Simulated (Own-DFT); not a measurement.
## Calculated data, SiC (2H silicon carbide, atoms displaced)

Computed with Own-DFT development build. A calculation, not a measurement: plane-wave PBE density functional theory by an unreviewed code, no spin, of a simulated periodic cell, stress positive in tension, free energy of the whole cell less one offset for each atom, forces on such cells passed a denser k mesh, this cell's mesh not checked; offsets are fitted by least squares, one for each functional and potential file, so energies compare only between cells with the same atoms and settings and are not formation energies; the far tail of each file's local potential was reset to the Coulomb form; each entry is a single point on an unrelaxed cell, so the pressure reflects the starting lattice, mostly measured values (interpolated for alloys), from which strain is counted, and rises with the displacements; printed positions are rounded, which can move forces by about a meV/angstrom; the program, named Own-DFT, is a retired in-house code; no spin-orbit coupling.

Common to all runs: functional PBE; potential files PseudoDojo norm-conserving, scalar-relativistic, standard set; wave cutoff 42 hartree; occupations Fermi-Dirac; smearing width 0.1 eV; hardware one NVIDIA H100; k mesh 4 x 4 x 3 centred on Gamma.

(1) SiC (2H silicon carbide, atoms displaced)

```
SiC
1.0
      9.2481     0.0000     0.0000
     -4.6241     8.0091     0.0000
      0.0000     0.0000    10.0681
Si C Si C Si C Si C Si C Si C Si C Si C Si C Si C Si C Si C Si C Si C Si C Si C Si C Si C
2 2 2 2 2 2 2 2 2 2 2 2 2 2 2 2 2 2 2 2 2 2 2 2 2 2 2 2 2 2 2 2 2 2 2 2
Direct
  0.99772 0.00258 0.00372
  0.10191 0.22006 0.24961
  0.99798 0.00216 0.18845
  0.11256 0.22673 0.43995
  0.99433 0.99642 0.50148
  0.11377 0.22613 0.75371
  0.99477 0.99803 0.68227
  0.10981 0.22418 0.92879
  0.99883 0.32921 0.99502
  0.11664 0.55813 0.24328
  0.00393 0.33094 0.18869
  0.10646 0.55173 0.43913
  0.00432 0.33878 0.49697
  0.10639 0.54908 0.74929
  0.98785 0.33398 0.68758
  0.11108 0.56411 0.93575
  0.99722 0.66448 0.99927
  0.10794 0.88341 0.25099
  0.99877 0.66826 0.18792
  0.10875 0.88936 0.43539
  0.99902 0.66572 0.50433
  0.11242 0.88434 0.75316
  0.00407 0.67246 0.69085
  0.11325 0.89122 0.93465
  0.33846 0.00642 0.00036
  0.45297 0.22532 0.25076
  0.33413 0.99589 0.18442
  0.44646 0.22285 0.44196
  0.33252 0.99724 0.49837
  0.44591 0.22282 0.75265
  0.33181 0.99236 0.68336
  0.44637 0.22679 0.93738
  0.33296 0.33551 0.99592
  0.44424 0.55192 0.25205
  0.33403 0.33427 0.17791
  0.44048 0.55543 0.43922
  0.33494 0.33931 0.49704
  0.44607 0.55191 0.75403
  0.33315 0.33217 0.68707
  0.44467 0.55392 0.93705
  0.33155 0.66373 0.00130
  0.44284 0.88830 0.24874
  0.33006 0.66501 0.18698
  0.44803 0.88653 0.43739
  0.33086 0.66599 0.50627
  0.44018 0.88644 0.75180
  0.32516 0.66381 0.68932
  0.44128 0.88610 0.93746
  0.66549 0.99821 0.00239
  0.77866 0.21933 0.24742
  0.66605 0.99980 0.18918
  0.77798 0.22396 0.44026
  0.66786 0.00840 0.50042
  0.77690 0.21939 0.74966
  0.65647 0.99049 0.68219
  0.78118 0.22782 0.93380
  0.66541 0.33323 0.00076
  0.76966 0.55263 0.25041
  0.66649 0.33683 0.18597
  0.78022 0.55009 0.43853
  0.66278 0.33151 0.50147
  0.77879 0.55710 0.74337
  0.66042 0.32727 0.68976
  0.77232 0.54876 0.93886
  0.67544 0.66504 0.00338
  0.78322 0.89527 0.24584
  0.66446 0.66819 0.18950
  0.78238 0.88662 0.43421
  0.67065 0.66802 0.50526
  0.77906 0.88511 0.75362
  0.65859 0.65437 0.69116
  0.78228 0.88579 0.93651
```

```
free energy of cell above offsets : -9.780 eV
pressure                          : 4.1 GPa
stress xx                         : -2.84 GPa
stress yy                         : -2.58 GPa
stress zz                         : -6.88 GPa
stress yz                         : 0.28 GPa
stress xz                         : 0.43 GPa
stress xy                         : -0.84 GPa
wall time                         : 371.1 s
```

Force:
```csv
element,x (eV/Å),y (eV/Å),z (eV/Å)
Si,1.31,-0.05,-1.403
Si,2.745,0.46,0.688
C,0.99,-0.151,-0.34
C,0.066,-0.88,-0.59
Si,0.853,1.06,-0.87
Si,-0.787,-0.861,-3.212
C,0.865,0.183,1.952
C,0.435,-0.387,2.827
Si,-0.217,1.522,0.527
Si,-1.54,-0.672,1.569
C,-1.804,0.661,-1.307
C,0.536,1.661,-0.78
Si,-0.76,-1.182,0.882
Si,-0.474,1.022,0.283
C,2.41,-0.246,-0.436
C,0.947,-1.862,0.482
Si,-0.344,0.796,0.034
Si,0.115,1.121,-0.414
C,-0.145,-1.019,-0.262
C,0.43,-0.278,0.675
Si,0.35,0.296,-0.983
Si,-0.77,1.755,-1.113
C,-0.422,-1.614,-0.537
C,-0.404,0.154,1.615
Si,-0.471,-1.04,-0.579
Si,-1.881,-0.969,-0.19
C,-0.671,0.955,1.001
C,-0.752,-0.141,-1.156
Si,-0.019,-0.032,-0.214
Si,-0.637,-0.996,-0.996
C,-0.704,1.163,1.151
C,0.005,-0.628,0.182
Si,0.061,-0.254,-0.117
Si,-0.877,0.323,-0.59
C,-0.108,-0.669,2.323
C,0.955,0.703,-0.017
Si,0.231,-1.237,0.782
Si,-1.634,-0.086,-0.732
C,-0.156,0.031,0.201
C,0.189,0.82,0.669
Si,-0.025,0.324,-0.673
Si,0.327,-0.528,0.458
C,1.378,0.415,0.034
C,-0.94,0.245,-0.238
Si,-0.066,-0.007,-1.207
Si,0.289,-0.396,-0.556
C,1.389,-0.345,0.608
C,0.579,0.616,0.508
Si,0.07,0.137,-1.143
Si,-0.496,1.059,0.82
C,0.004,-0.04,-0.484
C,0.124,0.324,-1.009
Si,1.019,-1.821,-0.671
Si,-1.293,-0.88,-0.554
C,1.168,0.777,1.926
C,-0.363,-1.464,1.195
Si,0.261,-0.124,-0.524
Si,1.348,0.964,0.315
C,1.132,-0.716,0.22
C,-1.237,0.643,0.369
Si,0.821,0.015,0.336
Si,0.444,-1.266,1.526
C,0.883,0.957,-0.352
C,0.926,0.987,-0.776
Si,-1.845,-0.177,-0.516
Si,-0.748,-1.526,1.244
C,0.4,0.198,-0.05
C,-1.499,0.351,0.412
Si,-0.555,-0.53,-1.304
Si,-0.854,0.027,-1.539
C,0.504,2.093,-0.484
C,-1.061,0.255,1.101
```

(2) SiC (2H silicon carbide, atoms displaced)

```
SiC
1.0
      9.2481     0.0000     0.0000
     -4.6241     8.0091     0.0000
      0.0000     0.0000    10.0681
Si C Si C Si C Si C Si C Si C Si C Si C Si C Si C Si C Si C Si C Si C Si C Si C Si C Si C
2 2 2 2 2 2 2 2 2 2 2 2 2 2 2 2 2 2 2 2 2 2 2 2 2 2 2 2 2 2 2 2 2 2 2 2
Direct
  0.00360 0.00448 0.99715
  0.10431 0.21589 0.24608
  0.00124 0.00293 0.19042
  0.10994 0.21121 0.43636
  0.99682 0.00010 0.50221
  0.10938 0.21635 0.74724
  0.00464 0.00273 0.68906
  0.11032 0.21710 0.93215
  0.99136 0.32408 0.00126
  0.11080 0.55588 0.25182
  0.00648 0.33317 0.19557
  0.11849 0.56408 0.44026
  0.99797 0.33798 0.49723
  0.11183 0.55674 0.75273
  0.00655 0.33792 0.68781
  0.11830 0.56102 0.93822
  0.99185 0.66340 0.99732
  0.10526 0.89062 0.24675
  0.00064 0.66874 0.18943
  0.11941 0.89639 0.44027
  0.00399 0.66544 0.50230
  0.11172 0.89401 0.74872
  0.00224 0.67656 0.68918
  0.11088 0.88683 0.93351
  0.32556 0.99708 0.99855
  0.44058 0.21518 0.24988
  0.33596 0.99573 0.19150
  0.44936 0.22358 0.44428
  0.33753 0.00798 0.50097
  0.43909 0.22673 0.75370
  0.32996 0.00150 0.68561
  0.44099 0.22347 0.93956
  0.33148 0.33680 0.00164
  0.43938 0.54799 0.24983
  0.33914 0.33677 0.19237
  0.44775 0.55915 0.43731
  0.33103 0.33240 0.49669
  0.43797 0.55432 0.74964
  0.32777 0.32828 0.69035
  0.44781 0.55784 0.93999
  0.33243 0.66663 0.00206
  0.44152 0.88599 0.25009
  0.32728 0.65719 0.18473
  0.44559 0.89502 0.43692
  0.33813 0.67021 0.49579
  0.44437 0.89146 0.74908
  0.32613 0.66587 0.68475
  0.44871 0.88401 0.93915
  0.67123 0.00066 0.99977
  0.77798 0.21946 0.24317
  0.67439 0.00854 0.18645
  0.77375 0.21941 0.43792
  0.66395 0.99936 0.49672
  0.77786 0.22261 0.75291
  0.66737 0.99710 0.68805
  0.77725 0.21969 0.93732
  0.66834 0.33370 0.00278
  0.77255 0.55233 0.24713
  0.66676 0.33331 0.18496
  0.77452 0.55665 0.44137
  0.67145 0.33759 0.50366
  0.77343 0.54918 0.75104
  0.66315 0.32929 0.68799
  0.78019 0.56129 0.93479
  0.66581 0.66594 0.99718
  0.77344 0.88779 0.24910
  0.66254 0.66087 0.18583
  0.77409 0.89513 0.43839
  0.66714 0.67070 0.49614
  0.77637 0.88760 0.75134
  0.66317 0.66157 0.69031
  0.77540 0.88737 0.94076
```

```
free energy of cell above offsets : -10.041 eV
pressure                          : 3.93 GPa
stress xx                         : -3.14 GPa
stress yy                         : -3.92 GPa
stress zz                         : -4.72 GPa
stress yz                         : -0.34 GPa
stress xz                         : -0.73 GPa
stress xy                         : 0.31 GPa
wall time                         : 373.1 s
```

Force:
```csv
element,x (eV/Å),y (eV/Å),z (eV/Å)
Si,-0.104,-1.486,0.415
Si,1.848,1.124,1.765
C,-0.706,-1.074,-1.628
C,-1.224,2.217,-0.196
Si,0.828,-0.696,-0.257
Si,-0.642,1.352,-0.028
C,-1.543,-0.982,-0.278
C,-0.608,1.163,1.309
Si,1.657,1.884,-0.141
Si,-0.18,0.308,-0.065
C,-1.784,0.055,-1.756
C,-0.272,-1.371,-0.894
Si,1.194,-0.902,0.31
Si,-0.611,0.432,-0.575
C,-1.057,-0.78,0.026
C,-1.499,-1.614,0.43
Si,1.95,0.859,0.504
Si,1.726,-0.247,1.558
C,-0.618,-0.651,-0.613
C,-1.349,-1.209,-0.66
Si,-1.176,1.527,-0.14
Si,0.597,-0.546,-0.202
C,0.131,-2.007,0.154
C,-0.814,0.097,0.971
Si,1.867,0.176,0.322
Si,0.56,0.876,0.758
C,-1.695,0.167,-1.291
C,-0.453,0.892,-1.436
Si,-0.092,-0.874,0.039
Si,1.245,-1.062,-0.63
C,0.802,0.514,1.065
C,0.5,-0.062,0.378
Si,0.52,-0.22,-0.028
Si,0.172,1.621,0.197
C,-0.988,-2.238,-0.989
C,-0.465,-0.678,-0.224
Si,0.415,-0.126,0.73
Si,0.263,0.141,-0.04
C,-0.15,1.259,-0.923
C,-0.965,-0.503,-0.525
Si,0.715,-0.04,-0.577
Si,0.928,-0.202,-0.233
C,0.415,1.232,1.249
C,0.182,-0.782,-0.047
Si,-0.304,0.348,0.954
Si,-0.068,-0.547,0.08
C,1.229,0.608,0.195
C,-1.252,1.187,-0.092
Si,-0.976,-0.568,-0.01
Si,-0.25,1.535,1.964
C,-0.712,-2.303,-0.262
C,0.29,1.05,-0.578
Si,-0.308,0.7,1.091
Si,0.467,-0.202,-1.353
C,-0.451,0.612,-0.166
C,-0.615,0.322,0.454
Si,-0.834,0.039,-1.195
Si,0.737,0.46,1.011
C,0.147,-0.499,0.727
C,1.116,0.277,-0.954
Si,-0.485,-0.621,-0.641
Si,0.292,1.191,-0.958
C,0.171,0.223,0.974
C,-0.395,-1.697,0.61
Si,-0.021,0.174,0.528
Si,0.543,-0.085,-0.004
C,-0.315,0.909,0.208
C,1.281,-1.096,-0.515
Si,0.18,-0.141,1.315
Si,0.375,-0.403,-0.158
C,-0.312,0.521,-0.584
C,0.952,0.461,-0.444
```

(3) SiC (2H silicon carbide, atoms displaced)

```
SiC
1.0
      9.2481     0.0000     0.0000
     -4.6241     8.0091     0.0000
      0.0000     0.0000    10.0681
Si C Si C Si C Si C Si C Si C Si C Si C Si C Si C Si C Si C Si C Si C Si C Si C Si C Si C
2 2 2 2 2 2 2 2 2 2 2 2 2 2 2 2 2 2 2 2 2 2 2 2 2 2 2 2 2 2 2 2 2 2 2 2
Direct
  0.00668 0.99805 0.00154
  0.11494 0.22830 0.24659
  0.00655 0.00591 0.19289
  0.10779 0.21774 0.43542
  0.99764 0.99348 0.49736
  0.10260 0.21730 0.74751
  0.00189 0.99738 0.68143
  0.11198 0.22287 0.93277
  0.00136 0.33754 0.99827
  0.11740 0.56059 0.24982
  0.99734 0.33709 0.18254
  0.11154 0.55724 0.43795
  0.99835 0.32793 0.49832
  0.10595 0.55760 0.75082
  0.99346 0.33360 0.68067
  0.11856 0.55835 0.93850
  0.99624 0.66227 0.99532
  0.11053 0.88958 0.24779
  0.00584 0.67170 0.18855
  0.10545 0.89283 0.43558
  0.00305 0.66996 0.50073
  0.11001 0.89060 0.74547
  0.00154 0.66150 0.68512
  0.11268 0.89037 0.94136
  0.33472 0.99580 0.99927
  0.44721 0.22514 0.24973
  0.33330 0.00632 0.18921
  0.44854 0.22956 0.43338
  0.33703 0.00141 0.49780
  0.44077 0.21973 0.75097
  0.33231 0.99898 0.68499
  0.44859 0.22101 0.93293
  0.33379 0.33147 0.00516
  0.44641 0.55413 0.25165
  0.33475 0.33427 0.19432
  0.44279 0.55338 0.43225
  0.34116 0.33700 0.49827
  0.44094 0.55207 0.74705
  0.33838 0.33795 0.68514
  0.44332 0.55282 0.93942
  0.33316 0.66930 0.00206
  0.44359 0.88815 0.24773
  0.33209 0.66821 0.18514
  0.44329 0.89082 0.44108
  0.33326 0.66287 0.49725
  0.44061 0.89111 0.75048
  0.33731 0.66961 0.68800
  0.44265 0.88582 0.93958
  0.66541 0.99810 0.99911
  0.78018 0.22226 0.25132
  0.66698 0.00001 0.18930
  0.77787 0.22338 0.43739
  0.66429 0.99654 0.49475
  0.77656 0.22130 0.74461
  0.67139 0.00020 0.69273
  0.77675 0.22248 0.93973
  0.66413 0.33240 0.00012
  0.77881 0.56151 0.25510
  0.66189 0.33134 0.18943
  0.77537 0.54881 0.44154
  0.66758 0.32964 0.50335
  0.78510 0.56436 0.75039
  0.66893 0.33079 0.68765
  0.77685 0.55497 0.93456
  0.66551 0.66382 0.00186
  0.78290 0.89189 0.25116
  0.66776 0.66478 0.18916
  0.78513 0.88678 0.44007
  0.66479 0.66808 0.50555
  0.78483 0.89084 0.74836
  0.66421 0.67177 0.69045
  0.77737 0.88518 0.94481
```

```
free energy of cell above offsets : -10.358 eV
pressure                          : 3.82 GPa
stress xx                         : -3.31 GPa
stress yy                         : -2.62 GPa
stress zz                         : -5.53 GPa
stress yz                         : -0.16 GPa
stress xz                         : 0.09 GPa
stress xy                         : 0.32 GPa
wall time                         : 362.8 s
```

Force:
```csv
element,x (eV/Å),y (eV/Å),z (eV/Å)
Si,-1.886,0.764,0.375
Si,-0.782,-0.474,0.853
C,-0.503,-0.326,-1.286
C,0.554,0.682,0.374
Si,-0.128,2.005,-0.002
Si,0.887,1.294,-0.616
C,-0.415,0.308,0.887
C,-0.003,-0.355,1.126
Si,0.042,-0.916,-0.41
Si,-1.15,-0.673,0.053
C,1.073,0.115,1.049
C,0.303,-0.395,-0.19
Si,0.001,0.832,-0.649
Si,2.464,-0.872,-0.342
C,1.173,0.085,1.551
C,-1.571,-0.27,-0.581
Si,0.519,0.696,1.19
Si,0.328,0.498,0.443
C,-0.775,-0.821,-0.462
C,2.58,-1.104,0.17
Si,-0.397,-0.545,-0.995
Si,0.877,-0.534,0.872
C,-1.255,1.879,0.529
C,0.565,-0.864,-1.523
Si,-0.471,1.024,0.444
Si,-0.196,-0.294,0.146
C,0.712,-0.925,-0.365
C,0.638,-1.293,1.139
Si,-1.482,0.608,-0.257
Si,0.696,0.761,-0.977
C,-0.353,0.336,0.264
C,-1.117,-0.393,1.464
Si,0.018,0.09,-1.181
Si,-0.365,0.768,-1.132
C,-0.005,0.145,-1.354
C,0.306,0.876,1.495
Si,-1.43,-0.933,-0.07
Si,0.006,0.938,1.348
C,-0.727,-1.329,0.045
C,-0.146,0.16,0.028
Si,1.141,-0.684,-0.719
Si,-0.259,0.707,0.505
C,1.066,-0.087,0.884
C,0.595,-0.976,-1.242
Si,-0.519,0.537,0.71
Si,1.609,-0.432,-0.114
C,-0.938,-0.57,-0.24
C,0.135,0.421,-0.398
Si,0.498,0.451,0.251
Si,-0.925,0.271,-0.61
C,0.177,-0.168,0.025
C,0.354,-0.831,-0.113
Si,0.862,0.58,1.331
Si,0.071,-0.081,1.375
C,-0.873,-0.346,-1.202
C,0.289,0.079,-0.753
Si,0.675,0.026,0.028
Si,1.038,-1.248,-0.469
C,1.055,1.045,-0.392
C,-0.195,1.374,0.311
Si,-0.437,0.417,-0.577
Si,-1.041,-1.751,-0.785
C,-1.268,0.709,0.368
C,0.128,-0.029,0.635
Si,-0.135,0.082,-0.294
Si,-0.237,-0.392,-0.296
C,-0.368,0.72,0.103
C,-2.263,-0.388,-0.657
Si,0.748,-0.709,-1.062
Si,-1.192,-0.106,1.226
C,1.049,-0.738,-0.108
C,0.578,0.571,-1.174
```
